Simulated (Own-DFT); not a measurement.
# Computed records: Si₄₇N₆₄ (beta silicon nitride with one vacancy, atoms displaced)

Computed with Own-DFT development build. A calculation, not a measurement: plane-wave PBE density functional theory by an unreviewed code, no spin, of a simulated periodic cell, stress positive in tension, free energy of the whole cell less one offset for each atom, some atoms lie very close together, defect cell not probed for a lower state with spin; forces on such cells moved up to 12 meV/angstrom on a denser k mesh; offsets are fitted by least squares, one for each functional and potential file, so energies compare only between cells with the same atoms and settings and are not formation energies; the far tail of each file's local potential was reset to the Coulomb form; each entry is a single point on an unrelaxed cell, so the pressure reflects the starting lattice, mostly measured values (interpolated for alloys), from which strain is counted, and rises with the displacements; printed positions are rounded, which can move forces by about a meV/angstrom; the program, named Own-DFT, is a retired in-house code; no spin-orbit coupling; before rounding, a Quantum ESPRESSO 7.3.1 run of the same cell and cutoff gave forces within 1 meV/angstrom rms on each cell, which checks the program and not the settings.

Common to all runs: functional PBE; potential files PseudoDojo norm-conserving, scalar-relativistic, standard set; wave cutoff 42 hartree; occupations Fermi-Dirac; smearing width 0.1 eV; k mesh 2 x 2 x 4 centred on Gamma.

(1) 
```cif
# cell vector a (Å): 15.2120 0.0000 0.0000
# cell vector b (Å): -7.6060 13.1740 0.0000
# cell vector c (Å): 0.0000 0.0000 5.8180
data_Si47N64
_symmetry_space_group_name_H-M 'P 1'
_symmetry_Int_Tables_number 1
_cell_length_a 15.2120
_cell_length_b 15.2120
_cell_length_c 5.8180
_cell_angle_alpha 90.000
_cell_angle_beta 90.000
_cell_angle_gamma 120.000
_cell_volume 1165.94
loop_
_atom_site_label
_atom_site_type_symbol
_atom_site_fract_x
_atom_site_fract_y
_atom_site_fract_z
_atom_site_occupancy
Si1 Si 0.08906 0.38951 0.12564 1
Si2 Si 0.11978 0.20476 0.13329 1
Si3 Si 0.30667 0.41031 0.12774 1
Si4 Si 0.42039 0.12010 0.36910 1
Si5 Si 0.38341 0.30436 0.35966 1
Si6 Si 0.19811 0.09231 0.38752 1
N1 N 0.16203 0.01163 0.13304 1
N2 N 0.48400 0.14693 0.14529 1
N3 N 0.34104 0.33108 0.13182 1
N4 N 0.32482 0.47092 0.34175 1
N5 N 0.01721 0.35332 0.36916 1
N6 N 0.14579 0.15157 0.36676 1
N7 N 0.16305 0.33444 0.11301 1
N8 N 0.33067 0.16146 0.40763 1
Si7 Si 0.09127 0.38703 0.64163 1
Si8 Si 0.12266 0.20324 0.62040 1
Si9 Si 0.29023 0.40547 0.61714 1
Si10 Si 0.41579 0.12096 0.87439 1
Si11 Si 0.38814 0.30299 0.86021 1
N9 N 0.17061 0.02353 0.61183 1
N10 N 0.48521 0.14343 0.64897 1
N11 N 0.34987 0.33253 0.63004 1
N12 N 0.32884 0.47965 0.88589 1
N13 N 0.01385 0.34726 0.87549 1
N14 N 0.14502 0.16627 0.85636 1
N15 N 0.16377 0.33441 0.61153 1
N16 N 0.33562 0.16879 0.85952 1
Si12 Si 0.10085 0.88882 0.13243 1
Si13 Si 0.10749 0.69600 0.16733 1
Si14 Si 0.29697 0.91400 0.11229 1
Si15 Si 0.41941 0.61664 0.37487 1
Si16 Si 0.38276 0.79796 0.37810 1
Si17 Si 0.20459 0.58732 0.35490 1
N17 N 0.16960 0.51959 0.13104 1
N18 N 0.48214 0.65225 0.12250 1
N19 N 0.34969 0.83593 0.10483 1
N20 N 0.34238 0.99131 0.36236 1
N21 N 0.02408 0.84731 0.38154 1
N22 N 0.13250 0.66470 0.37712 1
N23 N 0.16352 0.83203 0.13047 1
N24 N 0.33463 0.66029 0.36501 1
Si18 Si 0.08771 0.88485 0.63059 1
Si19 Si 0.12110 0.70348 0.62229 1
Si20 Si 0.29045 0.90972 0.60954 1
Si21 Si 0.40993 0.61387 0.86837 1
Si22 Si 0.39132 0.79896 0.87523 1
Si23 Si 0.20700 0.58564 0.84644 1
N25 N 0.17998 0.52699 0.61605 1
N26 N 0.47795 0.64157 0.63292 1
N27 N 0.34493 0.83088 0.62154 1
N28 N 0.33305 0.98426 0.88224 1
N29 N 0.01959 0.84353 0.89132 1
N30 N 0.15058 0.66825 0.88130 1
N31 N 0.17129 0.84711 0.62014 1
N32 N 0.32077 0.66084 0.86631 1
Si24 Si 0.58859 0.38844 0.10038 1
Si25 Si 0.62451 0.22024 0.11220 1
Si26 Si 0.80279 0.41559 0.12090 1
Si27 Si 0.91036 0.10707 0.37680 1
Si28 Si 0.87889 0.29689 0.36662 1
Si29 Si 0.70718 0.08942 0.38960 1
N33 N 0.66595 0.00263 0.15289 1
N34 N 0.98051 0.15301 0.14077 1
N35 N 0.84037 0.33335 0.11078 1
N36 N 0.83294 0.48089 0.38752 1
N37 N 0.51747 0.35480 0.40010 1
N38 N 0.64284 0.15981 0.38878 1
N39 N 0.66436 0.33583 0.11272 1
N40 N 0.83989 0.16425 0.37185 1
Si30 Si 0.58608 0.38326 0.63224 1
Si31 Si 0.61912 0.20562 0.63695 1
Si32 Si 0.79865 0.41642 0.63224 1
Si33 Si 0.91587 0.11402 0.88843 1
Si34 Si 0.89042 0.29705 0.88481 1
Si35 Si 0.69789 0.07294 0.89287 1
N41 N 0.67443 0.01627 0.62056 1
N42 N 0.97125 0.13492 0.60985 1
N43 N 0.84834 0.34056 0.61806 1
N44 N 0.82587 0.48768 0.87231 1
N45 N 0.51335 0.35347 0.88324 1
N46 N 0.64990 0.16624 0.86700 1
N47 N 0.66045 0.32486 0.62853 1
N48 N 0.83839 0.15608 0.85535 1
Si36 Si 0.58591 0.88477 0.13228 1
Si37 Si 0.61555 0.69528 0.11482 1
Si38 Si 0.79554 0.91258 0.11330 1
Si39 Si 0.91246 0.61743 0.39311 1
Si40 Si 0.88321 0.79520 0.38477 1
Si41 Si 0.70416 0.58990 0.40368 1
N49 N 0.67079 0.50987 0.11007 1
N50 N 0.97213 0.64454 0.12963 1
N51 N 0.85177 0.83372 0.10445 1
N52 N 0.82839 0.98116 0.37202 1
N53 N 0.50725 0.83953 0.38075 1
N54 N 0.64798 0.66184 0.35700 1
N55 N 0.67575 0.84372 0.12279 1
N56 N 0.83146 0.65825 0.37647 1
Si42 Si 0.59043 0.88742 0.62912 1
Si43 Si 0.61642 0.70521 0.60682 1
Si44 Si 0.79951 0.90937 0.60397 1
Si45 Si 0.91345 0.61432 0.85081 1
Si46 Si 0.88637 0.80023 0.84978 1
Si47 Si 0.70668 0.58991 0.88759 1
N57 N 0.65662 0.51410 0.60806 1
N58 N 0.98980 0.65610 0.60882 1
N59 N 0.85005 0.83374 0.62611 1
N60 N 0.82746 0.98428 0.88297 1
N61 N 0.52118 0.85646 0.88919 1
N62 N 0.64982 0.65811 0.88386 1
N63 N 0.66610 0.82935 0.62087 1
N64 N 0.82522 0.66167 0.86798 1
_calc_free_energy_of_cell_above_offsets '20.945'  # eV
_calc_pressure 12.72  # GPa
_calc_stress_xx -13.52  # GPa
_calc_stress_yy -10.35  # GPa
_calc_stress_zz -14.3  # GPa
_calc_stress_yz 1.9  # GPa
_calc_stress_xz -1.32  # GPa
_calc_stress_xy 1.4  # GPa
```

Force:
```csv
element,x (eV/Å),y (eV/Å),z (eV/Å)
Si,0.813,-0.893,1.022
Si,-1.521,-1.217,-3.78
Si,-7.475,-1.041,-7.38
Si,-3.146,-1.914,6.481
Si,4.468,-3.161,4.992
Si,9.729,-5.483,-3.494
N,0.43,3.378,2.019
N,3.47,3.372,-6.633
N,5.359,-3.895,-3.626
N,0.399,7.682,11.07
N,-1.572,0.227,1.713
N,-10.02,8.452,-0.198
N,2.364,-0.415,0.541
N,0.237,3.333,-1.664
Si,-1.896,0.515,-4.005
Si,-3.869,-1.474,-1.779
Si,1.328,2.279,0.453
Si,-1.834,-3.104,3.074
Si,-0.487,-4.62,3.089
N,-0.492,-4.967,3.173
N,1.446,1.438,-4.26
N,-2.909,2.017,-3.422
N,0.745,1.133,-3.248
N,1.786,2.12,0.609
N,0.64,0.013,4.93
N,0.793,-1.559,-0.053
N,-0.079,1.964,0.392
Si,-5.127,-0.671,-0.15
Si,-7.277,5.385,-16.85
Si,-0.44,-0.299,2.168
Si,-3.098,-2.565,-1.066
Si,-0.959,-1.675,-2.167
Si,0.297,2.528,3.06
N,-1.044,-2.475,-5.279
N,2.115,0.411,-0.999
N,1.04,-0.811,3.005
N,-0.161,-3.142,0.9
N,-4.352,-1.656,-0.396
N,11.28,-6.376,8.393
N,5.528,-2.85,0.269
N,-1.619,2.341,0.139
Si,-0.879,3.502,1.532
Si,-2.451,3.281,5.673
Si,4.06,5.459,1.202
Si,-2.708,-1.752,2.836
Si,-2.898,-1.379,-0.899
Si,-6.55,0.875,7.033
N,-1.361,-6.549,-3.868
N,3.283,1.685,-2.136
N,0.374,-0.009,0.418
N,0.345,1.381,-3.613
N,-1.814,0.045,-2.434
N,-0.015,-1.298,0.171
N,-0.136,-6.281,0.174
N,9.063,6.414,0.594
Si,0.601,-0.463,6.118
Si,0.845,-9.266,2.081
Si,-4.449,2.399,1.187
Si,-1.159,0.396,-1.707
Si,2.087,-0.351,1.516
Si,-0.526,1.445,-2.011
N,-0.723,6.588,-1.038
N,3.279,0.409,-1.611
N,3.974,-2.272,0.753
N,0.06,1.691,-2.127
N,-2.601,-1.333,-5.738
N,1.588,0.731,-2.459
N,0.895,5.123,0.25
N,-4.513,1.822,-0.455
Si,1.351,0.424,-0.041
Si,-1.257,-3.749,-2.473
Si,-1.987,-2.582,-0.484
Si,2.579,-1.667,-2.075
Si,-3.678,-3.273,-3.253
Si,0.946,3.566,-0.716
N,-1.118,-2.381,2.798
N,5.236,2.875,5.12
N,3.254,-2.194,1.372
N,1.359,-0.556,0.229
N,-0.231,0.234,-2.286
N,3.044,-1.857,4.309
N,-0.359,6.035,0.174
N,-6.687,3.873,1.51
Si,1.827,-4.045,2.373
Si,-2.542,3.997,-0.338
Si,3.415,0.433,1.212
Si,0.131,-2.83,-4.665
Si,3.016,-0.153,-4.904
Si,0.941,-0.427,-6.459
N,-0.738,2.858,2.541
N,2.42,0.436,-1.065
N,-0.407,0.219,2.652
N,0.761,-0.911,-1.369
N,2.799,2.019,0.694
N,0.024,0.179,2.968
N,-4.507,-7.039,0.103
N,-2.916,3.594,0.775
Si,0.014,-0.987,-1.038
Si,0.21,-2.786,2.301
Si,-2.634,1.951,3.762
Si,-1.389,1.951,3.722
Si,3.71,-2.438,6.814
Si,-1.48,-4.031,-1.663
N,0.444,-1.92,6
N,0.429,-0.069,3.672
N,-1.087,0.594,-3.282
N,1.311,-0.224,-3.435
N,-0.938,-0.94,-3.078
N,-2.506,1.54,-3.609
N,-0.4,1.352,-0.084
N,5.079,4.314,-1.264
```

(2) 
```cif
# cell vector a (Å): 15.2120 0.0000 0.0000
# cell vector b (Å): -7.6060 13.1740 0.0000
# cell vector c (Å): 0.0000 0.0000 5.8180
data_Si47N64
_symmetry_space_group_name_H-M 'P 1'
_symmetry_Int_Tables_number 1
_cell_length_a 15.2120
_cell_length_b 15.2120
_cell_length_c 5.8180
_cell_angle_alpha 90.000
_cell_angle_beta 90.000
_cell_angle_gamma 120.000
_cell_volume 1165.94
loop_
_atom_site_label
_atom_site_type_symbol
_atom_site_fract_x
_atom_site_fract_y
_atom_site_fract_z
_atom_site_occupancy
Si1 Si 0.09509 0.38257 0.14354 1
Si2 Si 0.11835 0.20104 0.13116 1
Si3 Si 0.29826 0.41747 0.13689 1
Si4 Si 0.40723 0.11879 0.37025 1
Si5 Si 0.38295 0.30711 0.36983 1
Si6 Si 0.19438 0.08752 0.38530 1
N1 N 0.17026 0.02530 0.10634 1
N2 N 0.48625 0.15068 0.14290 1
N3 N 0.34954 0.33602 0.13317 1
N4 N 0.32298 0.48083 0.37778 1
N5 N 0.01211 0.34911 0.36738 1
N6 N 0.14943 0.16880 0.36708 1
N7 N 0.16301 0.33175 0.13646 1
N8 N 0.33929 0.17453 0.36213 1
Si7 Si 0.08731 0.39547 0.62642 1
Si8 Si 0.10756 0.20130 0.63699 1
Si9 Si 0.28373 0.40278 0.63010 1
Si10 Si 0.41371 0.11454 0.85540 1
Si11 Si 0.38864 0.30185 0.89337 1
Si12 Si 0.21326 0.08690 0.86585 1
N9 N 0.16014 0.01952 0.62736 1
N10 N 0.48454 0.15720 0.61263 1
N11 N 0.35120 0.32815 0.59646 1
N12 N 0.33464 0.48826 0.87850 1
N13 N 0.02702 0.35651 0.87688 1
N14 N 0.15028 0.15922 0.85261 1
N15 N 0.17405 0.33452 0.64734 1
N16 N 0.33221 0.16312 0.86877 1
Si13 Si 0.09136 0.89468 0.13144 1
Si14 Si 0.11235 0.71186 0.12255 1
Si15 Si 0.30853 0.92333 0.12319 1
Si16 Si 0.41648 0.61733 0.37982 1
Si17 Si 0.37915 0.78699 0.39673 1
Si18 Si 0.20531 0.58606 0.38431 1
N17 N 0.16112 0.50630 0.12760 1
N18 N 0.48054 0.64532 0.13359 1
N19 N 0.35996 0.83682 0.15610 1
N20 N 0.33172 0.98260 0.37735 1
N21 N 0.01289 0.85628 0.38508 1
N22 N 0.14516 0.66338 0.36201 1
N23 N 0.16141 0.83643 0.13649 1
N24 N 0.32579 0.66951 0.36762 1
Si19 Si 0.09074 0.88030 0.62389 1
Si20 Si 0.12052 0.70487 0.62893 1
Si21 Si 0.28212 0.90647 0.62446 1
Si22 Si 0.40550 0.61936 0.88298 1
Si23 Si 0.38535 0.79443 0.87795 1
Si24 Si 0.19008 0.56885 0.87515 1
N25 N 0.16526 0.51779 0.61813 1
N26 N 0.48516 0.65146 0.64185 1
N27 N 0.34934 0.83593 0.62439 1
N28 N 0.32791 0.98367 0.85999 1
N29 N 0.00595 0.84649 0.88537 1
N30 N 0.15483 0.66381 0.86574 1
N31 N 0.17408 0.83422 0.63402 1
N32 N 0.32833 0.66569 0.88444 1
Si25 Si 0.58134 0.37340 0.12903 1
Si26 Si 0.60969 0.21595 0.11148 1
Si27 Si 0.80645 0.41969 0.15370 1
Si28 Si 0.92826 0.12364 0.36291 1
Si29 Si 0.88663 0.30494 0.36812 1
Si30 Si 0.70312 0.08088 0.36970 1
N33 N 0.66541 0.01960 0.13469 1
N34 N 0.98753 0.15153 0.10574 1
N35 N 0.85425 0.33879 0.11566 1
N36 N 0.82278 0.47690 0.38634 1
N37 N 0.51950 0.34306 0.38745 1
N38 N 0.65125 0.17183 0.39240 1
N39 N 0.66383 0.33749 0.11942 1
N40 N 0.83534 0.16583 0.38675 1
Si31 Si 0.58576 0.38421 0.62331 1
Si32 Si 0.61684 0.20586 0.60443 1
Si33 Si 0.79766 0.41317 0.63948 1
Si34 Si 0.92166 0.12484 0.87406 1
Si35 Si 0.88146 0.30145 0.89027 1
Si36 Si 0.68880 0.07712 0.89170 1
N41 N 0.65953 0.01787 0.64276 1
N42 N 0.98816 0.15153 0.62621 1
N43 N 0.86220 0.34646 0.61763 1
N44 N 0.83150 0.48374 0.86849 1
N45 N 0.50993 0.35034 0.87980 1
N46 N 0.64888 0.16478 0.88414 1
N47 N 0.66221 0.33301 0.63235 1
N48 N 0.83565 0.16554 0.86145 1
Si37 Si 0.58204 0.87923 0.12996 1
Si38 Si 0.62618 0.69715 0.11171 1
Si39 Si 0.91142 0.61938 0.39129 1
Si40 Si 0.90031 0.80350 0.39117 1
Si41 Si 0.70628 0.59559 0.38773 1
N49 N 0.66347 0.51009 0.11348 1
N50 N 0.97375 0.64123 0.12728 1
N51 N 0.85110 0.83346 0.15076 1
N52 N 0.83170 0.98486 0.38152 1
N53 N 0.52224 0.84356 0.37154 1
N54 N 0.64154 0.66996 0.37960 1
N55 N 0.66826 0.84599 0.12812 1
N56 N 0.83278 0.66598 0.36098 1
Si42 Si 0.57939 0.88537 0.63059 1
Si43 Si 0.61140 0.70342 0.60870 1
Si44 Si 0.79664 0.91467 0.63986 1
Si45 Si 0.92006 0.62131 0.86774 1
Si46 Si 0.87811 0.79076 0.86499 1
Si47 Si 0.70047 0.58908 0.86258 1
N57 N 0.67700 0.51599 0.62106 1
N58 N 0.97259 0.64778 0.64202 1
N59 N 0.84330 0.83268 0.63116 1
N60 N 0.82898 0.97736 0.88902 1
N61 N 0.51957 0.84984 0.86387 1
N62 N 0.64087 0.66119 0.87601 1
N63 N 0.66555 0.83083 0.60443 1
N64 N 0.81894 0.67084 0.87772 1
_calc_free_energy_of_cell_above_offsets '23.065'  # eV
_calc_pressure 12.64  # GPa
_calc_stress_xx -13.18  # GPa
_calc_stress_yy -9.09  # GPa
_calc_stress_zz -15.66  # GPa
_calc_stress_yz -1.2  # GPa
_calc_stress_xz 2.32  # GPa
_calc_stress_xy -3.09  # GPa
```

Force:
```csv
element,x (eV/Å),y (eV/Å),z (eV/Å)
Si,-5.084,-1.212,-2.493
Si,-0.648,0.837,-5.053
Si,-0.679,-1.293,-2.891
Si,1.518,-0.483,1.119
Si,7.964,-4.674,-2.964
Si,3.232,2.434,-3.08
N,-0.648,-3.443,4.775
N,-2.634,-1.711,-3.789
N,-2.215,1.718,-3.123
N,0.475,2.562,2.65
N,2.468,1.341,1.837
N,0.032,-0.836,3.51
N,5.737,-1.685,0.149
N,-4.274,-1.202,0.122
Si,0.818,-5.549,-0.644
Si,5.427,2.217,-1.148
Si,10.75,7.713,-0.601
Si,0.242,1.406,1.792
Si,-2.54,-3.177,-4.048
Si,-4.354,1.39,-0.5
N,1.09,-4.274,-1.117
N,0.313,-1.01,0.886
N,-5.87,3.846,11.14
N,-0.413,-2.139,-0.401
N,-2.756,-0.95,1.257
N,-0.327,1.123,3.254
N,-11.09,-6.555,-0.226
N,3.059,3.715,0.271
Si,-2.522,-0.542,-1.814
Si,1.519,-3.686,-0.168
Si,0.28,-3.349,0.441
Si,-1.295,-0.953,1.045
Si,1.103,6.389,-0.943
Si,-2.638,0.799,-4.315
N,0.26,3.799,1.659
N,1.048,0.801,-1.365
N,-2.399,1.748,-4.516
N,-0.76,1.515,0.71
N,11.5,4.814,-0.162
N,-0.43,0.128,1.571
N,1.925,1.554,-0.439
N,4.298,-4.967,0.573
Si,-3.535,1.859,2.442
Si,0.102,-2.462,-1.445
Si,12.88,8.574,-1.713
Si,3.902,-1.074,0.57
Si,-1.362,1.518,1.191
Si,0.903,5.175,2.482
N,0.13,-0.415,0.04
N,-2.645,-1.121,-1.489
N,-0.309,-0.036,2.204
N,0.561,0.254,1.461
N,4.66,1.461,-1.192
N,-2.346,0.479,1.582
N,-11.03,-8.227,0.188
N,-1.824,-0.92,-0.559
Si,-2.103,4.986,0.266
Si,5.807,-4.513,1.288
Si,-3.01,-2.407,-7.441
Si,-5.022,-4.069,1.114
Si,0.262,-4.105,1.558
Si,-0.642,4.388,4.891
N,-1.192,-5.055,-0.463
N,2.995,1.503,3.17
N,-2.692,2.086,4.479
N,1.085,5.333,2.952
N,-3.773,-0.227,-2.692
N,4.248,-2.304,-7.426
N,4.5,1.408,0.141
N,0.399,1.585,-1.177
Si,1.14,0.89,1.988
Si,-2.247,0.552,6.808
Si,-1.578,-2.404,-1.216
Si,-4.418,-5.021,-1.831
Si,4.837,-3.258,-6.928
Si,1.744,5.097,-1.967
N,-0.103,-2.504,-3.205
N,-1.914,-0.362,-1.172
N,-0.773,-0.056,1.902
N,1.03,2.709,4.184
N,2.806,1.155,-0.448
N,-1.923,1.461,-0.755
N,1.972,0.604,0.321
N,-2.06,1.577,1.282
Si,0.875,2.973,-2.188
Si,-6.405,5.915,4.549
Si,-1.373,-3.316,-2.631
Si,-13.6,-4.238,-1.29
Si,-1.128,-2.754,-3.112
N,-0.929,1.879,1.444
N,2.82,2.105,1.236
N,0.838,-1.29,-1.782
N,0.892,2.235,0.971
N,-5.133,-1.874,2.941
N,5.544,-3.892,-2.524
N,3.741,-4.08,-0.641
N,0.635,2.394,1.26
Si,5.822,1.743,-4.096
Si,-1.061,2.112,5.187
Si,-0.355,-0.966,-2.257
Si,-8.558,-5.015,8.663
Si,-2.979,5.442,3.723
Si,-1.468,-3.681,2.499
N,-1.909,-0.104,-0.101
N,7.575,4.583,-8.31
N,2.488,-0.934,-0.982
N,0.36,3.402,-0.047
N,-4.299,-2.256,4.728
N,2.368,-1.925,-6.516
N,-1.734,1.817,1.257
N,6.03,-2.55,-0.325
```
